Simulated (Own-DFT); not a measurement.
# How strain changes the stress of wurtzite AlN, 72 atoms (Al36N36)

Calculated results; nothing here was measured. They come from Own-DFT, an in-house plane-wave density functional program, since retired, whose code no person has reviewed. Each row is one single-point run on a periodic cell that was not relaxed, without spin or spin-orbit coupling.

Settings of every run: PBE; PseudoDojo norm-conserving scalar-relativistic files; cutoff 42 hartree; 4 x 4 x 3 k mesh centred on Gamma; Gaussian smearing of 0.01 eV.

Known limits: k mesh not checked against a denser one; stress not checked against mesh or cutoff.

Unstrained cell vectors in Å: (9.336, 0.000, 0.000); (-4.668, 8.085, 0.000); (0.000, 0.000, 9.964). The unstrained cell has measured lattice constants (interpolated for alloys), not those of this functional. That, the random moves and any unrelaxed bonds set the pressure at no strain. Each run strains this cell uniformly, with the atoms carried along. Every atom was also moved at random, by a Gaussian of width 0.05 Å on each axis. Strain is the symmetric tensor, in per cent. Stress is positive in tension, and the pressure is minus a third of its trace.

```
run  e_xx (%)  e_yy (%)  e_zz (%)  s_xx (GPa)  s_yy (GPa)  s_zz (GPa)  P (GPa)  E (meV/atom)
  1      1.75      1.75      0.00        3.30        4.17       -2.24    -1.74           0.0
  2     -1.75     -1.75      0.00      -20.08      -16.34       -6.60    14.34          67.2
  3      2.25      2.25      0.00        5.64        6.14       -3.63    -2.72          32.7
  4     -1.50     -1.50      0.00      -15.63      -16.49       -5.64    12.59          32.9
  5     -2.75     -2.75      0.00      -24.67      -24.61       -9.69    19.65          81.2
  6     -3.00     -3.00      0.00      -28.77      -25.62      -10.11    21.50          97.1
  7      1.50      1.50      0.00        1.92        1.46       -2.29    -0.36          19.3
  8     -1.25     -1.25      0.00      -15.28      -14.52       -5.96    11.92          48.2
  9     -2.00     -2.00      0.00           ?           ?           ?        ?             ?
```

E is the free energy for each atom above the lowest run shown.

## Worked fit

The change of volume is close to e_xx + e_yy + e_zz. A straight line through the runs shown gives P = 6.76 - 230 x (fractional change of volume) GPa, with an error of 7 on the slope and a scatter of 0.83 GPa. The strain isn't the same on all axes and the cell isn't cubic, so the slope belongs to this path and is not the bulk modulus.

## Withheld run

Question: what pressure should run 9 give? Its volume changes by -3.96 %.

The line gives 15.9 GPa. The calculation gave 15.18 GPa.
